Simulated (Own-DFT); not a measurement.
## Calculated data, GaP (zincblende, strained, atoms displaced), GaP (zincblende, atoms displaced), SiC (2H silicon carbide, atoms displaced)

All values are calculated (Own-DFT development build). A calculation, not a measurement: plane-wave PBE density functional theory by an unreviewed code, no spin, of a simulated periodic cell, stress positive in tension, free energy of the whole cell less one offset for each atom, forces on such cells passed a denser k mesh, this cell's mesh not checked; offsets are fitted by least squares, one for each functional and potential file, so energies compare only between cells with the same atoms and settings and are not formation energies; the far tail of each file's local potential was reset to the Coulomb form; each entry is a single point on an unrelaxed cell, so the pressure reflects the starting lattice, mostly measured values (interpolated for alloys), from which strain is counted, and rises with the displacements; printed positions are rounded, which can move forces by about a meV/angstrom; the program, named Own-DFT, is a retired in-house code; no spin-orbit coupling.

Settings shared by all entries: functional PBE; potential files PseudoDojo norm-conserving, scalar-relativistic, standard set; wave cutoff 42 hartree; occupations Fermi-Dirac; smearing width 0.1 eV; hardware one NVIDIA H100.

(1) 
```cif
# cell vector a (Å): 10.8620 0.0000 0.0000
# cell vector b (Å): 0.0000 10.8620 0.0000
# cell vector c (Å): 0.0000 0.0000 10.9439
data_GaP
_symmetry_space_group_name_H-M 'P 1'
_symmetry_Int_Tables_number 1
_cell_length_a 10.8620
_cell_length_b 10.8620
_cell_length_c 10.9439
_cell_angle_alpha 90.000
_cell_angle_beta 90.000
_cell_angle_gamma 90.000
_cell_volume 1291.19
loop_
_atom_site_label
_atom_site_type_symbol
_atom_site_fract_x
_atom_site_fract_y
_atom_site_fract_z
_atom_site_occupancy
Ga1 Ga 0.00493 0.00002 0.00281 1
Ga2 Ga 0.99797 0.25596 0.24712 1
Ga3 Ga 0.25056 0.00334 0.25010 1
Ga4 Ga 0.25070 0.25185 0.00243 1
P1 P 0.12682 0.12858 0.12436 1
P2 P 0.12943 0.37619 0.37421 1
P3 P 0.37535 0.12147 0.37777 1
P4 P 0.37329 0.37757 0.12569 1
Ga5 Ga 0.99942 0.99477 0.49913 1
Ga6 Ga 0.99822 0.24872 0.74547 1
Ga7 Ga 0.25231 0.99572 0.75293 1
Ga8 Ga 0.25611 0.25523 0.49890 1
P5 P 0.12217 0.12932 0.62235 1
P6 P 0.12451 0.37613 0.87504 1
P7 P 0.37388 0.12381 0.87558 1
P8 P 0.37645 0.37330 0.62678 1
Ga9 Ga 0.00122 0.49754 0.99644 1
Ga10 Ga 0.00276 0.74688 0.25025 1
Ga11 Ga 0.24853 0.50194 0.24244 1
Ga12 Ga 0.24674 0.74785 0.99985 1
P9 P 0.12245 0.62380 0.12360 1
P10 P 0.12445 0.87644 0.37171 1
P11 P 0.37204 0.62565 0.37652 1
P12 P 0.37651 0.87573 0.12743 1
Ga13 Ga 0.00029 0.49918 0.50392 1
Ga14 Ga 0.99845 0.75323 0.74790 1
Ga15 Ga 0.24742 0.49878 0.74681 1
Ga16 Ga 0.24526 0.75173 0.50367 1
P13 P 0.12827 0.63039 0.62424 1
P14 P 0.13095 0.87823 0.87789 1
P15 P 0.37232 0.61958 0.87921 1
P16 P 0.37537 0.87459 0.62636 1
Ga17 Ga 0.50147 0.00260 0.99612 1
Ga18 Ga 0.49779 0.24253 0.24764 1
Ga19 Ga 0.74965 0.99709 0.25199 1
Ga20 Ga 0.74972 0.24692 0.00020 1
P17 P 0.62190 0.12734 0.12697 1
P18 P 0.62485 0.37369 0.37569 1
P19 P 0.87433 0.12444 0.37329 1
P20 P 0.87517 0.37119 0.12455 1
Ga21 Ga 0.50245 0.00054 0.50020 1
Ga22 Ga 0.50318 0.24466 0.75371 1
Ga23 Ga 0.75082 0.00087 0.75061 1
Ga24 Ga 0.74783 0.25080 0.50332 1
P21 P 0.62486 0.12267 0.62246 1
P22 P 0.62269 0.37100 0.87350 1
P23 P 0.87323 0.12475 0.87672 1
P24 P 0.87345 0.37847 0.62492 1
Ga25 Ga 0.50445 0.50028 0.00069 1
Ga26 Ga 0.50069 0.74785 0.25458 1
Ga27 Ga 0.74728 0.49773 0.24633 1
Ga28 Ga 0.74740 0.74973 0.00118 1
P25 P 0.62127 0.62198 0.12270 1
P26 P 0.62155 0.87291 0.37443 1
P27 P 0.87561 0.62313 0.37355 1
P28 P 0.88272 0.87888 0.12624 1
Ga29 Ga 0.50365 0.49975 0.49427 1
Ga30 Ga 0.50135 0.75295 0.74779 1
Ga31 Ga 0.74730 0.50153 0.75443 1
Ga32 Ga 0.75295 0.75077 0.50094 1
P29 P 0.63067 0.62420 0.62406 1
P30 P 0.62924 0.87738 0.87540 1
P31 P 0.87740 0.62709 0.87360 1
P32 P 0.87378 0.87836 0.62932 1
_calc_k_mesh '3 x 3 x 3 centred on Gamma'
_calc_free_energy_of_cell_above_offsets '-35.186'  # eV
_calc_pressure 3.09  # GPa
_calc_stress_xx -3.27  # GPa
_calc_stress_yy -3.27  # GPa
_calc_stress_zz -2.72  # GPa
_calc_stress_yz -0.03  # GPa
_calc_stress_xz 0.2  # GPa
_calc_stress_xy 0.1  # GPa
_calc_wall_time 496.6  # s
```

Force:
```
element  x (eV/Å)  y (eV/Å)  z (eV/Å)
     Ga    -0.097     0.383      -0.4
     Ga     0.503    -0.686     0.683
     Ga     0.014    -0.208     -0.15
     Ga     0.061     0.099    -0.392
      P    -0.182     0.006     0.316
      P    -0.424     0.189     -0.07
      P    -0.028     0.317    -0.073
      P     0.645    -0.388    -0.108
     Ga    -0.022     0.685    -0.006
     Ga    -0.133     0.278      0.54
     Ga     -0.24     0.829    -0.628
     Ga    -0.438    -0.486     0.067
      P     0.714     -0.75    -0.061
      P     0.037    -0.535    -0.427
      P     -0.04      0.24     0.032
      P     0.551      0.33     0.017
     Ga     -0.38      0.17     0.285
     Ga    -0.276     0.154     0.062
     Ga     0.093     0.083     0.801
     Ga     0.599     0.126      0.34
      P    -0.082     0.069     -0.23
      P     0.203     -0.24      0.27
      P    -0.094    -0.094    -0.074
      P    -0.023    -0.166    -0.341
     Ga     0.308     0.209    -0.495
     Ga     0.517     0.065     0.406
     Ga       0.3     0.072     0.267
     Ga     0.661     0.412    -0.765
      P    -0.831    -0.634     0.422
      P    -0.872    -0.529     -0.25
      P     0.381     0.529    -0.659
      P     0.035     0.171    -0.339
     Ga    -0.122    -0.301     0.526
     Ga    -0.326     0.919      0.57
     Ga    -0.019     0.241     -0.24
     Ga    -0.176     0.183     0.079
      P     0.617    -0.742    -0.433
      P     -0.06    -0.381    -0.571
      P     0.027     0.217     0.305
      P    -0.337     0.747    -0.534
     Ga    -0.368    -0.384    -0.012
     Ga    -0.531     0.035    -0.541
     Ga    -0.108     0.285     0.096
     Ga     0.435    -0.055    -0.432
      P     0.165     0.147     0.515
      P     0.473     0.327     0.438
      P     0.517     -0.12    -0.153
      P    -0.173    -0.234      0.35
     Ga    -0.734    -0.562    -0.364
     Ga    -0.473    -0.079    -0.465
     Ga     0.235     0.006     0.256
     Ga     0.661     0.163     0.175
      P     0.552     0.594     0.533
      P     0.678     0.054     0.333
      P    -0.084     0.006     0.054
      P    -0.866    -0.687     0.023
     Ga    -0.417     0.154      0.66
     Ga     0.015    -0.662       0.5
     Ga     0.304    -0.154    -0.157
     Ga     0.009     0.034    -0.191
      P    -0.696     0.143     0.013
      P    -0.474    -0.231      -0.1
      P    -0.287    -0.104     0.317
      P     0.102    -0.262    -0.589
```

(2) 
```cif
# cell vector a (Å): 10.8620 0.0000 0.0000
# cell vector b (Å): 0.0000 10.8620 0.0000
# cell vector c (Å): 0.0000 0.0000 10.9439
data_GaP
_symmetry_space_group_name_H-M 'P 1'
_symmetry_Int_Tables_number 1
_cell_length_a 10.8620
_cell_length_b 10.8620
_cell_length_c 10.9439
_cell_angle_alpha 90.000
_cell_angle_beta 90.000
_cell_angle_gamma 90.000
_cell_volume 1291.19
loop_
_atom_site_label
_atom_site_type_symbol
_atom_site_fract_x
_atom_site_fract_y
_atom_site_fract_z
_atom_site_occupancy
Ga1 Ga 0.99875 0.99635 0.99441 1
Ga2 Ga 0.00562 0.25475 0.25209 1
Ga3 Ga 0.24863 0.98627 0.24990 1
Ga4 Ga 0.25625 0.25241 0.99744 1
P1 P 0.12773 0.13847 0.13543 1
P2 P 0.12454 0.37346 0.36913 1
P3 P 0.38642 0.13782 0.39033 1
P4 P 0.36400 0.37803 0.12425 1
Ga5 Ga 0.99828 0.00991 0.48946 1
Ga6 Ga 0.00600 0.25218 0.74360 1
Ga7 Ga 0.23902 0.99484 0.74138 1
Ga8 Ga 0.25108 0.26231 0.50074 1
P5 P 0.12581 0.12576 0.62430 1
P6 P 0.13237 0.38209 0.88063 1
P7 P 0.37941 0.11955 0.88437 1
P8 P 0.37372 0.37066 0.62253 1
Ga9 Ga 0.99713 0.51475 0.99361 1
Ga10 Ga 0.98367 0.75394 0.26761 1
Ga11 Ga 0.25027 0.50781 0.25593 1
Ga12 Ga 0.24854 0.75047 0.00545 1
P9 P 0.12361 0.63449 0.12219 1
P10 P 0.12608 0.86136 0.37096 1
P11 P 0.38067 0.61698 0.37966 1
P12 P 0.37339 0.87787 0.13462 1
Ga13 Ga 0.98458 0.50334 0.50519 1
Ga14 Ga 0.98974 0.74425 0.75864 1
Ga15 Ga 0.26074 0.51367 0.76221 1
Ga16 Ga 0.24644 0.75026 0.49524 1
P13 P 0.12147 0.63864 0.62262 1
P14 P 0.13355 0.88156 0.87248 1
P15 P 0.36394 0.62852 0.86819 1
P16 P 0.38336 0.86895 0.63006 1
Ga17 Ga 0.49978 0.00988 0.00181 1
Ga18 Ga 0.49124 0.25748 0.25960 1
Ga19 Ga 0.75881 0.00508 0.24879 1
Ga20 Ga 0.75157 0.24085 0.01074 1
P17 P 0.62860 0.11573 0.12354 1
P18 P 0.63611 0.36639 0.37975 1
P19 P 0.86783 0.12170 0.37803 1
P20 P 0.87889 0.35850 0.13501 1
Ga21 Ga 0.50711 0.99077 0.49928 1
Ga22 Ga 0.48927 0.23444 0.74342 1
Ga23 Ga 0.74873 0.00275 0.75602 1
Ga24 Ga 0.74291 0.25333 0.49952 1
P21 P 0.62717 0.11759 0.62402 1
P22 P 0.62261 0.37955 0.87440 1
P23 P 0.87052 0.12516 0.88706 1
P24 P 0.87286 0.37048 0.63068 1
Ga25 Ga 0.49592 0.49367 0.00783 1
Ga26 Ga 0.51421 0.74797 0.25524 1
Ga27 Ga 0.73208 0.49822 0.26363 1
Ga28 Ga 0.73519 0.74031 0.00344 1
P25 P 0.61533 0.62343 0.13167 1
P26 P 0.61183 0.88640 0.37827 1
P27 P 0.87520 0.62540 0.36297 1
P28 P 0.87271 0.86920 0.11582 1
Ga29 Ga 0.49683 0.50041 0.49020 1
Ga30 Ga 0.49069 0.75075 0.75114 1
Ga31 Ga 0.74843 0.49845 0.76415 1
Ga32 Ga 0.73716 0.74626 0.50907 1
P29 P 0.62415 0.62767 0.60930 1
P30 P 0.63997 0.88239 0.87273 1
P31 P 0.87318 0.64103 0.89486 1
P32 P 0.87516 0.86861 0.63552 1
_calc_k_mesh '3 x 3 x 3 centred on Gamma'
_calc_free_energy_of_cell_above_offsets '-27.132'  # eV
_calc_pressure 5  # GPa
_calc_stress_xx -5.19  # GPa
_calc_stress_yy -5.16  # GPa
_calc_stress_zz -4.64  # GPa
_calc_stress_yz 1.09  # GPa
_calc_stress_xz -0.01  # GPa
_calc_stress_xy -0.35  # GPa
_calc_wall_time 567.1  # s
```

Force:
```
element  x (eV/Å)  y (eV/Å)  z (eV/Å)
     Ga     0.763     0.581     0.833
     Ga    -0.561    -1.079     0.858
     Ga    -0.466     2.297     0.748
     Ga    -0.749    -0.517     0.264
      P     0.518    -2.172    -1.242
      P    -0.091     1.354     1.521
      P    -1.329     -1.78    -0.269
      P     0.908     0.058     1.038
     Ga     0.584    -1.739     1.311
     Ga     -0.12    -0.153     1.608
     Ga     1.762     0.416     0.034
     Ga    -0.757    -0.939    -0.378
      P    -0.003     0.303    -0.991
      P    -0.754    -0.014    -0.913
      P    -1.627     0.518    -1.702
      P     0.513     1.582      1.11
     Ga     0.786    -1.977      1.65
     Ga     1.469     1.016    -3.163
     Ga    -0.722    -0.108    -0.917
     Ga     0.409     0.899    -0.377
      P    -0.652     -0.56     1.384
      P    -0.484     1.931     0.503
      P    -1.013     1.881    -1.176
      P     1.592    -1.145    -1.405
     Ga     1.262     0.028    -0.397
     Ga     1.353     1.001     -0.28
     Ga    -2.839    -2.933    -3.434
     Ga     1.235    -0.244     0.853
      P    -0.287    -1.679     0.778
      P    -1.331    -1.321      0.76
      P     3.186     1.992     3.431
      P    -1.841     1.349    -1.563
     Ga      0.71    -2.141     0.524
     Ga     0.913    -0.319    -1.404
     Ga    -0.751    -1.323    -0.526
     Ga    -0.414     1.196    -0.353
      P    -0.864     1.337     1.335
      P    -2.839     1.014    -0.538
      P     0.618     1.522    -0.261
      P     -1.29     2.755    -1.135
     Ga    -2.094     2.064      2.01
     Ga     0.789     0.795     0.283
     Ga     1.572     0.643    -1.021
     Ga     1.455    -1.602     1.735
      P     -0.07      0.41     0.146
      P    -0.608    -1.534     0.789
      P     0.928     0.267     -1.81
      P    -0.554     0.593    -0.119
     Ga    -0.273     0.485     -0.97
     Ga    -2.004     0.873     0.494
     Ga     2.134     0.263    -1.793
     Ga    -0.254     1.543     0.704
      P     0.597    -0.956    -0.653
      P     3.443    -2.083    -1.942
      P    -2.378    -1.484       2.5
      P    -0.088     0.141     1.279
     Ga     1.209    -1.717     1.623
     Ga     2.172    -0.525     0.649
     Ga     0.543     1.126    -1.072
     Ga     2.366     2.366    -2.081
      P    -1.765    -2.272     3.197
      P    -2.918    -1.663     1.172
      P    -0.591    -1.645    -1.965
      P     -0.41     1.025    -1.276
```

(3) 
```cif
# cell vector a (Å): 10.9010 0.0000 0.0000
# cell vector b (Å): 0.0000 10.9010 0.0000
# cell vector c (Å): 0.0000 0.0000 10.9010
data_GaP
_symmetry_space_group_name_H-M 'P 1'
_symmetry_Int_Tables_number 1
_cell_length_a 10.9010
_cell_length_b 10.9010
_cell_length_c 10.9010
_cell_angle_alpha 90.000
_cell_angle_beta 90.000
_cell_angle_gamma 90.000
_cell_volume 1295.39
loop_
_atom_site_label
_atom_site_type_symbol
_atom_site_fract_x
_atom_site_fract_y
_atom_site_fract_z
_atom_site_occupancy
Ga1 Ga 0.00984 0.00416 0.99604 1
Ga2 Ga 0.99731 0.25206 0.25753 1
Ga3 Ga 0.27061 0.00137 0.26041 1
Ga4 Ga 0.25255 0.25858 0.01221 1
P1 P 0.13147 0.13219 0.11313 1
P2 P 0.12265 0.38208 0.38877 1
P3 P 0.37750 0.13167 0.37878 1
P4 P 0.38334 0.36933 0.12716 1
Ga5 Ga 0.00612 0.00429 0.49432 1
Ga6 Ga 0.00891 0.25666 0.74634 1
Ga7 Ga 0.24940 0.98109 0.74755 1
Ga8 Ga 0.24402 0.26421 0.51534 1
P5 P 0.12005 0.13846 0.62642 1
P6 P 0.12768 0.37217 0.87372 1
P7 P 0.38081 0.12951 0.88895 1
P8 P 0.36987 0.37667 0.61937 1
Ga9 Ga 0.00310 0.50446 0.98782 1
Ga10 Ga 0.98938 0.74856 0.25888 1
Ga11 Ga 0.24234 0.50119 0.24754 1
Ga12 Ga 0.24834 0.74313 0.97111 1
P9 P 0.11262 0.61908 0.11465 1
P10 P 0.12491 0.85825 0.36715 1
P11 P 0.37997 0.62197 0.35802 1
P12 P 0.36632 0.88170 0.11922 1
Ga13 Ga 0.99170 0.50249 0.49367 1
Ga14 Ga 0.02086 0.76325 0.73596 1
Ga15 Ga 0.26667 0.50244 0.74701 1
Ga16 Ga 0.25868 0.74780 0.51382 1
P13 P 0.13826 0.62325 0.63990 1
P14 P 0.13392 0.89083 0.88067 1
P15 P 0.36279 0.61720 0.87103 1
P16 P 0.37128 0.86131 0.62603 1
Ga17 Ga 0.50202 0.99175 0.00081 1
Ga18 Ga 0.50794 0.23849 0.25832 1
Ga19 Ga 0.76264 0.00808 0.25160 1
Ga20 Ga 0.74999 0.22926 0.99337 1
P17 P 0.62547 0.12292 0.12060 1
P18 P 0.63811 0.38601 0.37892 1
P19 P 0.87558 0.11288 0.36034 1
P20 P 0.87295 0.37887 0.14060 1
Ga21 Ga 0.50118 0.99787 0.50092 1
Ga22 Ga 0.50083 0.24845 0.74315 1
Ga23 Ga 0.76158 0.01188 0.74046 1
Ga24 Ga 0.75513 0.24306 0.50284 1
P21 P 0.62639 0.10901 0.60794 1
P22 P 0.62159 0.36339 0.87797 1
P23 P 0.86341 0.12000 0.87224 1
P24 P 0.87679 0.37615 0.63049 1
Ga25 Ga 0.48996 0.50457 0.01767 1
Ga26 Ga 0.51226 0.74461 0.24799 1
Ga27 Ga 0.75117 0.50804 0.24957 1
Ga28 Ga 0.75420 0.76087 0.97775 1
P25 P 0.63957 0.62606 0.12606 1
P26 P 0.62932 0.88013 0.36374 1
P27 P 0.89016 0.61570 0.40006 1
P28 P 0.86474 0.86976 0.12972 1
Ga29 Ga 0.48530 0.51673 0.50743 1
Ga30 Ga 0.49375 0.74388 0.74151 1
Ga31 Ga 0.75418 0.49952 0.75883 1
Ga32 Ga 0.75339 0.74054 0.50849 1
P29 P 0.62113 0.63250 0.62287 1
P30 P 0.62060 0.89261 0.87320 1
P31 P 0.88638 0.63700 0.86357 1
P32 P 0.87973 0.86906 0.63668 1
_calc_k_mesh '3 x 3 x 3 centred on Gamma'
_calc_free_energy_of_cell_above_offsets '-25.661'  # eV
_calc_pressure 4.92  # GPa
_calc_stress_xx -5.09  # GPa
_calc_stress_yy -5  # GPa
_calc_stress_zz -4.69  # GPa
_calc_stress_yz -1.01  # GPa
_calc_stress_xz -0.76  # GPa
_calc_stress_xy 0.06  # GPa
_calc_wall_time 576.9  # s
```

Force:
```
element  x (eV/Å)  y (eV/Å)  z (eV/Å)
     Ga    -1.749     0.268     1.091
     Ga     0.908     0.063    -0.711
     Ga    -2.121    -0.375    -0.841
     Ga      0.31     0.057    -1.678
      P    -0.772    -0.679     2.573
      P     0.295    -0.606    -1.351
      P    -0.457     0.138     1.604
      P    -0.776     0.149     1.781
     Ga    -0.145    -0.927     0.021
     Ga    -1.509     0.073      1.27
     Ga     1.105     3.068    -0.401
     Ga    -0.409    -1.278    -1.772
      P     1.042    -2.544    -0.436
      P      0.78     0.666     0.064
      P    -0.506    -0.343    -1.748
      P     2.075     0.462      1.09
     Ga    -1.239    -1.224     0.244
     Ga    -0.086    -0.868     -1.18
     Ga     0.084    -0.448    -0.526
     Ga    -1.131     1.081     3.118
      P     1.298     1.481     0.999
      P     1.452     1.831     1.477
      P    -0.802     0.705     1.268
      P     0.943    -2.021    -0.152
     Ga     3.898    -3.703     4.759
     Ga     0.059    -0.334     1.842
     Ga    -2.155    -2.126    -0.136
     Ga    -1.625    -1.676    -2.914
      P    -0.823    -0.341    -1.879
      P     -1.28    -1.952    -0.585
      P     3.703     0.497     0.908
      P     1.413      2.58     0.047
     Ga    -0.795     1.167     0.968
     Ga     0.969     1.564    -0.446
     Ga    -3.013    -1.879    -2.502
     Ga    -0.564     2.479     1.453
      P    -0.012    -0.756     1.005
      P    -1.467    -0.912     0.706
      P     2.105     2.625     3.372
      P     0.369    -0.527     -2.27
     Ga    -1.074    -1.499    -1.336
     Ga    -0.035    -0.666     0.214
     Ga    -1.516    -1.582    -0.377
     Ga     0.138     0.572    -0.901
      P     0.639      2.02     1.862
      P     0.231     1.395     0.028
      P     3.406     0.458    -0.114
      P    -0.189     -0.15    -0.476
     Ga     1.367     0.134    -1.211
     Ga    -0.628     1.038    -0.781
     Ga     0.828    -0.472     1.107
     Ga    -0.352    -0.322     0.846
      P    -0.816     0.844    -1.662
      P     0.226    -0.597     1.357
      P     -4.69     4.564      -4.7
      P     1.309     0.322    -0.881
     Ga     1.129    -1.085    -1.149
     Ga     0.756     0.448     1.964
     Ga    -0.723    -0.024    -0.027
     Ga     0.229     1.533    -0.876
      P     0.223    -1.465     0.893
      P     0.738    -1.816    -1.899
      P    -0.145    -0.243    -0.111
      P    -0.424     1.155    -1.897
```

(4) 
```cif
# cell vector a (Å): 6.1654 0.0000 0.0000
# cell vector b (Å): -3.0827 5.3394 0.0000
# cell vector c (Å): 0.0000 0.0000 10.0681
data_SiC
_symmetry_space_group_name_H-M 'P 1'
_symmetry_Int_Tables_number 1
_cell_length_a 6.1654
_cell_length_b 6.1654
_cell_length_c 10.0681
_cell_angle_alpha 90.000
_cell_angle_beta 90.000
_cell_angle_gamma 120.000
_cell_volume 331.44
loop_
_atom_site_label
_atom_site_type_symbol
_atom_site_fract_x
_atom_site_fract_y
_atom_site_fract_z
_atom_site_occupancy
Si1 Si 0.01263 0.99788 0.99961 1
Si2 Si 0.16494 0.33773 0.24903 1
C1 C 0.99482 0.99217 0.18979 1
C2 C 0.16192 0.33043 0.43738 1
Si3 Si 0.99540 0.00073 0.49921 1
Si4 Si 0.16192 0.33264 0.74436 1
C3 C 0.99085 0.99562 0.68716 1
C4 C 0.16200 0.33120 0.93067 1
Si5 Si 0.99058 0.48813 0.99606 1
Si6 Si 0.17843 0.84253 0.24977 1
C5 C 0.00503 0.49824 0.19052 1
C6 C 0.16810 0.84112 0.43913 1
Si7 Si 0.99715 0.49869 0.50193 1
Si8 Si 0.16670 0.82991 0.75351 1
C7 C 0.99089 0.49743 0.68529 1
C8 C 0.16445 0.82837 0.93508 1
Si9 Si 0.49503 0.99120 0.99615 1
Si10 Si 0.66405 0.33410 0.25485 1
C9 C 0.49499 0.99854 0.18445 1
C10 C 0.66833 0.33328 0.43890 1
Si11 Si 0.48893 0.99569 0.49575 1
Si12 Si 0.66251 0.33210 0.74628 1
C11 C 0.49751 0.00330 0.68412 1
C12 C 0.66505 0.33811 0.94315 1
Si13 Si 0.50391 0.49595 0.00135 1
Si14 Si 0.66257 0.83375 0.24497 1
C13 C 0.49980 0.49644 0.18444 1
C14 C 0.66349 0.82991 0.44219 1
Si15 Si 0.50031 0.49577 0.49622 1
Si16 Si 0.66852 0.82824 0.75276 1
C15 C 0.50161 0.49976 0.68974 1
C16 C 0.66280 0.83245 0.93225 1
_calc_k_mesh '5 x 5 x 3 centred on Gamma'
_calc_free_energy_of_cell_above_offsets '-4.581'  # eV
_calc_pressure 3.91  # GPa
_calc_stress_xx -4.5  # GPa
_calc_stress_yy -1.58  # GPa
_calc_stress_zz -5.66  # GPa
_calc_stress_yz -0.25  # GPa
_calc_stress_xz 0.5  # GPa
_calc_stress_xy 0.13  # GPa
_calc_wall_time 115.4  # s
```

Force:
```
element  x (eV/Å)  y (eV/Å)  z (eV/Å)
     Si    -2.151     0.341    -0.237
     Si      0.78     -1.06     0.096
      C     0.425     1.014    -0.675
      C      0.23     0.493     0.069
     Si     0.085    -0.246     0.368
     Si     0.343    -0.325     0.267
      C     1.087     0.281     0.048
      C     0.775    -0.185       1.2
     Si     0.911     0.784     1.131
     Si    -1.395    -1.563     0.319
      C    -1.311     0.627    -0.756
      C    -0.524    -1.144    -0.657
     Si     0.299     0.606      -0.8
     Si    -0.507     0.536    -1.873
      C     0.731     0.396     0.654
      C      0.37    -0.509     0.792
     Si     0.194     0.897     0.173
     Si     0.845      0.11    -1.369
      C     0.872      0.69     0.179
      C    -0.253    -0.359    -0.204
     Si     1.374     0.417     1.214
     Si     -0.08    -0.329     0.945
      C     0.327    -0.877     0.785
      C     0.464    -1.659    -1.704
     Si    -1.802     0.739    -1.019
     Si     0.325    -0.471     1.073
      C    -0.413     0.237     1.078
      C     -0.49     0.132    -1.657
     Si    -0.671     0.321     1.103
     Si    -1.175     0.561     -1.61
      C    -0.717    -0.228    -0.995
      C     1.051    -0.228     2.059
```
